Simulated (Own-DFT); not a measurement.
Simulation results for Si₂₄O₄₇ (quartz with one neutral oxygen vacancy, atoms displaced)

All values are calculated (Own-DFT development build). A calculation, not a measurement: plane-wave PBE and HSE06 DFT by an unreviewed code, no spin, of a simulated cell at Gamma alone, so results move with cell size and shape, stress positive in tension, energies less offsets, not probed for a lower state with spin; oxygen file: force components 24 meV/angstrom off all-electron in a glass; k mesh not checked against a denser one; forces and stress are PBE's, HSE06 gives the energy alone, and its difference from PBE has offsets of its own; offsets are fitted by least squares, one for each functional and potential file, so energies compare only between cells with the same atoms and settings and are not formation energies; the far tail of each file's local potential was reset to the Coulomb form; each entry is a single point on an unrelaxed cell, so the pressure reflects the starting lattice, mostly measured values (interpolated for alloys), from which strain is counted, and rises with the displacements; printed positions are rounded, which can move forces by about a meV/angstrom; the program, named Own-DFT, is a retired in-house code; no spin-orbit coupling.

Settings shared by all entries: first functional PBE; second functional HSE06; exact exchange share 0.25; screening 0.11 1/bohr; exchange divergence Gygi-Baldereschi; potential files PseudoDojo norm-conserving, scalar-relativistic, made for PBE, standard set; wave cutoff 48 hartree; occupations fixed; k mesh 1 x 1 x 1 centred on Gamma.

(1) Si₂₄O₄₇ (quartz with one neutral oxygen vacancy, atoms displaced)

```
Si24O47
1.0
      9.8268     0.0000     0.0000
     -4.9134     8.5103     0.0000
      0.0000     0.0000    10.8104
Si O Si O Si O Si O Si O Si O Si O Si O
3 6 3 5 3 6 3 6 3 6 3 6 3 6 3 6
Direct
  0.23087 0.00482 0.00066
  0.00258 0.24374 0.33128
  0.26817 0.26634 0.17001
  0.20337 0.13535 0.05795
  0.43172 0.29125 0.22354
  0.36258 0.07325 0.39636
  0.06747 0.36652 0.44031
  0.13365 0.19968 0.27938
  0.29981 0.43674 0.10771
  0.23306 0.99303 0.49666
  0.00405 0.23902 0.82804
  0.26882 0.27263 0.66823
  0.20852 0.12673 0.55993
  0.41697 0.28485 0.72568
  0.36695 0.06484 0.89774
  0.07072 0.37010 0.94439
  0.14320 0.21725 0.76790
  0.23192 0.50579 0.00113
  0.00118 0.73160 0.33693
  0.26696 0.76880 0.16865
  0.19743 0.62386 0.06044
  0.42610 0.79427 0.22624
  0.37072 0.57021 0.38890
  0.07533 0.87192 0.44207
  0.13878 0.71092 0.27265
  0.30553 0.92795 0.10701
  0.23936 0.49318 0.50287
  0.00331 0.74202 0.83509
  0.26348 0.76120 0.66342
  0.20760 0.63858 0.55817
  0.43000 0.79166 0.73790
  0.37011 0.58242 0.89474
  0.08994 0.86619 0.93333
  0.12637 0.70550 0.78045
  0.28652 0.92332 0.59556
  0.74054 0.00419 0.99746
  0.49426 0.23278 0.32694
  0.75816 0.26873 0.16587
  0.71006 0.12996 0.05971
  0.91843 0.28655 0.22239
  0.86158 0.06755 0.39081
  0.56825 0.36273 0.43768
  0.64133 0.21600 0.27710
  0.79317 0.42177 0.10489
  0.74056 0.99279 0.49911
  0.50147 0.23750 0.83419
  0.75923 0.26920 0.67302
  0.70796 0.13014 0.56212
  0.92536 0.29375 0.72188
  0.87108 0.07667 0.89488
  0.57229 0.36405 0.94396
  0.63728 0.20401 0.78236
  0.79240 0.42602 0.60174
  0.74164 0.50703 0.99570
  0.48776 0.73180 0.34028
  0.77650 0.77256 0.16208
  0.69346 0.62588 0.06719
  0.92385 0.79322 0.22985
  0.86546 0.56993 0.39847
  0.58209 0.86614 0.43673
  0.62295 0.70462 0.26983
  0.79923 0.93279 0.11024
  0.72654 0.49378 0.50107
  0.50517 0.73881 0.83586
  0.76136 0.76565 0.67393
  0.70318 0.63551 0.56562
  0.91652 0.80048 0.72264
  0.87227 0.57034 0.89830
  0.57593 0.87201 0.94516
  0.63542 0.70409 0.77672
  0.79134 0.93016 0.60334
```

```
PBE energy of cell above offsets : -18.956 eV
HSE06 less PBE above offsets     : -0.465 eV
PBE pressure                     : 8.58 GPa
PBE stress xx                    : -10.32 GPa
PBE stress yy                    : -6.43 GPa
PBE stress zz                    : -8.98 GPa
PBE stress yz                    : 0.23 GPa
PBE stress xz                    : -0.96 GPa
PBE stress xy                    : -1.7 GPa
```

Force:
```
element  x (eV/Å)  y (eV/Å)  z (eV/Å)
     Si     4.446      -0.5      1.52
     Si    -0.872    -4.076    -0.433
     Si    -2.011     1.565    -0.928
      O    -0.858     0.915     0.817
      O    -2.386      1.03    -2.928
      O     1.984     1.419     -3.03
      O     0.659      1.91       1.2
      O      0.24     0.934    -0.662
      O     0.714    -2.033     0.929
     Si    -2.024     4.049     -0.36
     Si    -1.065     0.624     1.786
     Si    -0.979    -0.087    -7.554
      O    -1.222      2.51     1.723
      O     4.084     1.028     1.726
      O      0.58     2.399    -1.474
      O    -0.158    -1.729    -2.027
      O    -3.267    -1.168     3.355
     Si     3.598    -2.274    -1.338
     Si    -1.028     0.675     0.166
     Si     1.167    -1.779    -2.043
      O    -2.943     4.599     2.952
      O     0.159     0.059     0.644
      O    -2.354    -4.483     3.001
      O     -2.48    -3.865    -2.503
      O    -1.838    -0.893     1.795
      O    -2.607     2.391    -1.807
     Si     0.012     -0.95     1.007
     Si    -3.395    -2.483    -3.033
     Si    -0.133     2.853      3.78
      O     1.404    -3.059    -2.087
      O     -4.63     1.195    -4.694
      O    -0.578    -1.931     0.815
      O    -2.268     1.062     2.324
      O     3.976    -0.081    -3.669
      O      4.27    -3.603     5.342
     Si     0.147    -0.928     2.081
     Si     2.962    -1.512     4.167
     Si     3.201    -3.752    -0.533
      O    -1.815      2.11     1.161
      O     1.294     0.724     0.512
      O     1.936     2.638     -2.03
      O    -0.603     0.083     0.169
      O    -1.852    -1.036      1.23
      O    -1.773     4.058    -2.311
     Si    -4.363     4.125    -2.117
     Si     -0.59    -2.215      1.14
     Si     2.427    -2.383    -3.811
      O    -0.438      0.72     0.803
      O     0.899     0.496     0.762
      O      1.68     0.891    -2.082
      O     0.042     0.871    -0.185
      O    -1.499     0.048     0.775
      O     0.453    -0.394     1.916
     Si    -2.748    -2.228     3.968
     Si     4.463     3.351    -4.617
     Si    -5.416    -2.145      2.57
      O      1.59    -0.482    -1.762
      O      3.29     0.056     1.267
      O     0.468     0.614    -0.709
      O    -1.841      -0.5     1.004
      O     1.356     0.685    -0.855
      O     0.213     0.971    -1.328
     Si    -1.383     2.268    -0.611
     Si     1.427     0.054      3.06
     Si    -3.462     0.801    -5.373
      O     0.453    -1.788    -1.141
      O     7.907     0.553     4.759
      O     1.421     2.513    -2.743
      O    -0.065    -1.159     -1.06
      O    -1.696    -0.757     2.112
      O     3.715    -3.569     5.505
```

(2) Si₂₄O₄₇ (quartz with one neutral oxygen vacancy, atoms displaced)

```
Si24O47
1.0
      9.8268     0.0000     0.0000
     -4.9134     8.5103     0.0000
      0.0000     0.0000    10.8104
Si O Si O Si O Si O Si O Si O Si O Si O
3 6 3 6 3 6 3 6 3 5 3 6 3 6 3 6
Direct
  0.22580 0.00233 0.00241
  0.99683 0.22305 0.33150
  0.26552 0.26965 0.16158
  0.20511 0.12741 0.06166
  0.42354 0.29319 0.22514
  0.37101 0.07942 0.39765
  0.07291 0.36602 0.43650
  0.14944 0.20998 0.27733
  0.28418 0.42018 0.10891
  0.23768 0.00477 0.50239
  0.00822 0.23457 0.83056
  0.26956 0.27648 0.66399
  0.21107 0.13478 0.55916
  0.42635 0.28577 0.72679
  0.36622 0.08003 0.89491
  0.06724 0.36184 0.94423
  0.13478 0.21747 0.77855
  0.29794 0.42920 0.60576
  0.23442 0.49547 0.00598
  0.00553 0.74081 0.33809
  0.26839 0.76473 0.16864
  0.21092 0.63363 0.05395
  0.42126 0.78749 0.22825
  0.36433 0.57696 0.39100
  0.07440 0.86915 0.43446
  0.13437 0.70982 0.27218
  0.30347 0.93305 0.10195
  0.23874 0.50402 0.50615
  0.99227 0.73457 0.83485
  0.27476 0.76892 0.67171
  0.20879 0.64081 0.55224
  0.42675 0.79361 0.72145
  0.36763 0.56654 0.89210
  0.06630 0.86405 0.94006
  0.12957 0.71518 0.76700
  0.28612 0.92818 0.60679
  0.74251 0.99843 0.99695
  0.50041 0.23987 0.33928
  0.77055 0.26346 0.16374
  0.70916 0.12835 0.06605
  0.92275 0.29315 0.22499
  0.86378 0.08405 0.38999
  0.55915 0.35579 0.43538
  0.63995 0.21946 0.27269
  0.74570 0.99770 0.50167
  0.49789 0.22631 0.82623
  0.75225 0.26795 0.66060
  0.70702 0.12948 0.56205
  0.91840 0.29156 0.72921
  0.86639 0.07850 0.89901
  0.57019 0.36181 0.94157
  0.62563 0.19811 0.77426
  0.78806 0.42359 0.60819
  0.73422 0.49481 0.99751
  0.50077 0.74518 0.33062
  0.76099 0.76124 0.17393
  0.71054 0.62931 0.06755
  0.93462 0.79876 0.22920
  0.85609 0.56984 0.38506
  0.57749 0.86882 0.43818
  0.63323 0.70661 0.28137
  0.78604 0.93193 0.10891
  0.72827 0.49760 0.49952
  0.50754 0.73587 0.83780
  0.76426 0.76413 0.66495
  0.70450 0.63049 0.56589
  0.93125 0.79405 0.72062
  0.86581 0.56540 0.90028
  0.56628 0.86867 0.94740
  0.63605 0.71133 0.77739
  0.79759 0.92802 0.60766
```

```
PBE energy of cell above offsets : -18.023 eV
HSE06 less PBE above offsets     : -0.616 eV
PBE pressure                     : 9.8 GPa
PBE stress xx                    : -10.23 GPa
PBE stress yy                    : -9.59 GPa
PBE stress zz                    : -9.56 GPa
PBE stress yz                    : -0.21 GPa
PBE stress xz                    : 0.67 GPa
PBE stress xy                    : 1.92 GPa
```

Force:
```
element  x (eV/Å)  y (eV/Å)  z (eV/Å)
     Si     5.309    -3.548    -2.495
     Si      2.83     7.552    -2.934
     Si     3.043    -3.852     2.559
      O    -3.714     3.993     1.872
      O     0.977     0.205     0.254
      O    -0.123    -1.627    -0.008
      O      0.91     0.309     0.874
      O    -3.176    -1.001     1.269
      O     0.109      2.73    -0.061
     Si     0.263    -1.497    -2.081
     Si    -10.14     1.808     3.297
     Si     2.041    -5.048     2.243
      O    -2.396     2.729     1.714
      O    -2.768     1.571     -2.86
      O    -1.511    -2.547     0.969
      O     0.875     0.579     0.179
      O     8.455    -0.716    -4.686
      O     0.089     2.325     0.272
     Si    -1.531     0.352    -4.191
     Si     -0.66     -3.63    -3.086
     Si    -3.154      0.81    -3.296
      O    -0.802      1.66     1.709
      O     0.546     1.549     -1.48
      O     0.413     0.317     0.387
      O     0.389      3.35     3.758
      O     0.332    -0.478     0.313
      O    -0.197    -1.441     0.594
     Si    -2.091     -0.28    -4.845
     Si     1.799    -1.341    -0.287
     Si    -6.679    -0.493    -3.569
      O    -0.188     0.834     1.841
      O     5.969      0.24     3.328
      O     0.046     0.369     0.174
      O    -0.365     0.819     0.843
      O     0.602    -0.619     0.715
      O     1.983    -1.288     1.825
     Si    -5.309     0.418     1.918
     Si     0.499    -5.743    -9.902
     Si    -5.239     2.638    -1.956
      O    -0.028     -1.57    -1.856
      O     5.095     0.264     2.339
      O    -1.133    -5.428     2.093
      O     1.333     9.178     8.927
      O    -0.767    -0.354      0.93
     Si    -4.565     1.558    -1.312
     Si    -1.606     1.882     4.866
     Si     4.941    -5.075     3.859
      O     0.131    -0.663    -0.787
      O     0.045    -0.197    -0.185
      O     3.098     1.162    -3.816
      O    -0.716    -0.598    -1.627
      O     3.205    -0.316    -2.114
      O    -2.146     4.338    -2.432
     Si    -0.073    -3.396     5.036
     Si     1.546    -3.369     2.697
     Si     1.655     1.869    -1.314
      O    -0.577     0.328    -0.221
      O    -2.092     0.223    -1.079
      O     -0.21     0.161     1.273
      O     0.611     1.541     1.494
      O     0.072    -0.072    -0.088
      O      3.27    -3.734     3.581
     Si     0.292    -0.673     -2.03
     Si    -4.277     0.162     1.254
     Si     0.889     0.635     2.191
      O    -0.578    -1.237    -1.389
      O    -1.597     0.014    -0.296
      O     2.113     2.743    -3.573
      O     0.585    -0.756    -1.274
      O     2.648    -0.119    -1.476
      O     1.401    -0.514      1.16
```

(3) Si₂₄O₄₇ (quartz with one neutral oxygen vacancy, atoms displaced)

```
Si24O47
1.0
      9.8268     0.0000     0.0000
     -4.9134     8.5103     0.0000
      0.0000     0.0000    10.8104
Si O Si O Si O Si O Si O Si O Si O Si O
3 6 3 5 3 6 3 6 3 6 3 6 3 6 3 6
Direct
  0.22809 0.99676 0.00485
  0.00241 0.23321 0.33035
  0.25995 0.27082 0.16428
  0.21713 0.14081 0.05719
  0.42342 0.29145 0.22873
  0.36623 0.07108 0.38512
  0.07680 0.35598 0.44909
  0.13466 0.19857 0.26820
  0.29737 0.42219 0.11002
  0.22980 0.99650 0.49947
  0.99073 0.22785 0.82941
  0.26190 0.26036 0.66224
  0.19927 0.13754 0.55853
  0.42541 0.29838 0.73420
  0.36741 0.07465 0.88848
  0.06491 0.35388 0.93943
  0.12814 0.20922 0.77515
  0.24236 0.50135 0.99372
  0.99445 0.73286 0.33370
  0.28261 0.77232 0.16735
  0.20743 0.62642 0.06162
  0.43057 0.79333 0.22531
  0.36491 0.56759 0.38714
  0.07243 0.86616 0.43721
  0.12889 0.70025 0.27768
  0.29857 0.92871 0.10691
  0.24647 0.50588 0.50488
  0.00483 0.73847 0.83343
  0.26361 0.75667 0.67301
  0.20653 0.64125 0.56853
  0.42335 0.79041 0.73143
  0.36120 0.56932 0.89523
  0.06440 0.86725 0.93907
  0.13578 0.70423 0.78022
  0.28696 0.92824 0.61052
  0.73306 0.00532 0.00700
  0.50453 0.24527 0.33028
  0.76441 0.26426 0.16278
  0.70048 0.12450 0.06445
  0.92237 0.28536 0.22524
  0.86330 0.07069 0.39684
  0.57723 0.36744 0.43888
  0.63075 0.20419 0.26252
  0.78879 0.42955 0.11416
  0.72493 0.00276 0.50859
  0.50393 0.24280 0.83934
  0.76630 0.26730 0.66633
  0.71369 0.13712 0.56013
  0.92392 0.29082 0.71676
  0.86022 0.06616 0.89657
  0.56828 0.36976 0.94497
  0.64689 0.20946 0.77123
  0.79289 0.42849 0.60978
  0.73941 0.49702 0.00403
  0.50351 0.72248 0.32904
  0.76471 0.76399 0.16774
  0.70859 0.64020 0.05884
  0.91735 0.78835 0.22509
  0.86877 0.57013 0.39123
  0.58336 0.87666 0.43389
  0.62905 0.69975 0.27783
  0.78614 0.93084 0.10868
  0.73074 0.49032 0.49601
  0.50031 0.74485 0.83696
  0.76484 0.76893 0.66420
  0.70577 0.63077 0.54796
  0.92169 0.79380 0.73010
  0.86453 0.57957 0.89513
  0.56853 0.86084 0.93694
  0.63001 0.70418 0.77855
  0.78742 0.93131 0.60287
```

```
PBE energy of cell above offsets : -18.331 eV
HSE06 less PBE above offsets     : -0.458 eV
PBE pressure                     : 8.82 GPa
PBE stress xx                    : -9.29 GPa
PBE stress yy                    : -7.6 GPa
PBE stress zz                    : -9.58 GPa
PBE stress yz                    : -2.3 GPa
PBE stress xz                    : -0.92 GPa
PBE stress xy                    : 0.54 GPa
```

Force:
```
element  x (eV/Å)  y (eV/Å)  z (eV/Å)
     Si     1.651     0.829    -2.465
     Si      -0.3    -1.632      2.65
     Si     4.991    -5.165      1.81
      O    -0.875    -0.124     -0.06
      O    -1.647     1.249    -1.668
      O    -0.639     0.342      1.54
      O      0.32     1.222    -0.676
      O    -2.497    -0.662     2.002
      O    -2.882     6.823     -4.01
     Si     1.365     1.884    -0.899
     Si    -1.189     0.358     0.296
     Si    -1.371     4.109      2.73
      O     1.107    -3.119    -2.719
      O    -0.582     0.179    -1.329
      O     -0.74    -1.256     1.532
      O     0.878     2.337     1.518
      O     2.656    -0.378    -1.817
     Si    -4.548    -4.573     4.904
     Si     1.601     0.216     -1.14
     Si    -6.438    -3.396    -0.754
      O    -0.239     1.434     0.877
      O     4.431     0.297     1.974
      O    -0.411    -0.546     0.544
      O    -1.071    -0.033     0.354
      O     1.704     1.159    -1.887
      O    -0.108     0.097    -0.149
     Si    -0.777    -3.002     1.689
     Si     -1.77     -0.98    -0.376
     Si    -2.171     5.437     1.165
      O     1.392    -4.772    -4.887
      O    -0.079     1.046    -1.244
      O      3.97     3.416    -5.092
      O     0.782     1.498      1.53
      O    -0.243    -0.345     0.606
      O     0.758     -1.26     1.019
     Si     1.409     -4.13    -4.469
     Si     0.792    -4.297     -0.51
     Si     0.809     0.235      1.17
      O    -3.251     3.411     0.624
      O     0.195     0.796    -0.682
      O     0.484     1.083    -0.562
      O    -2.118    -2.018    -0.604
      O    -1.845    -0.061     2.125
      O     1.491    -0.466     0.672
     Si     3.427    -0.729    -5.811
     Si     1.266     -2.28    -2.141
     Si     0.216      0.69    -2.401
      O    -3.723     3.422     1.324
      O     3.222     0.285     1.897
      O    -0.003     0.461    -0.851
      O     1.062     1.142     1.257
      O    -5.088    -0.813       4.4
      O    -0.379     0.722    -0.757
     Si    -3.264     2.609    -1.388
     Si    -5.802     4.871     3.564
     Si    -3.317     0.948    -1.153
      O     0.534     -1.82    -1.014
      O     3.101     0.805     1.574
      O    -0.708    -1.491     0.576
      O    -2.295    -4.099    -2.003
      O     6.327    -0.803    -3.297
      O      1.99    -2.352      2.66
     Si     2.633     4.203     2.039
     Si     2.135    -6.314    -2.857
     Si    -1.235    -1.802    -0.398
      O    -0.653     1.959     2.003
      O     0.855     0.251    -0.483
      O     0.734     -0.72    -0.247
      O     0.659     5.688     5.914
      O     0.484     0.537    -1.513
      O     2.825    -2.615      3.78
```
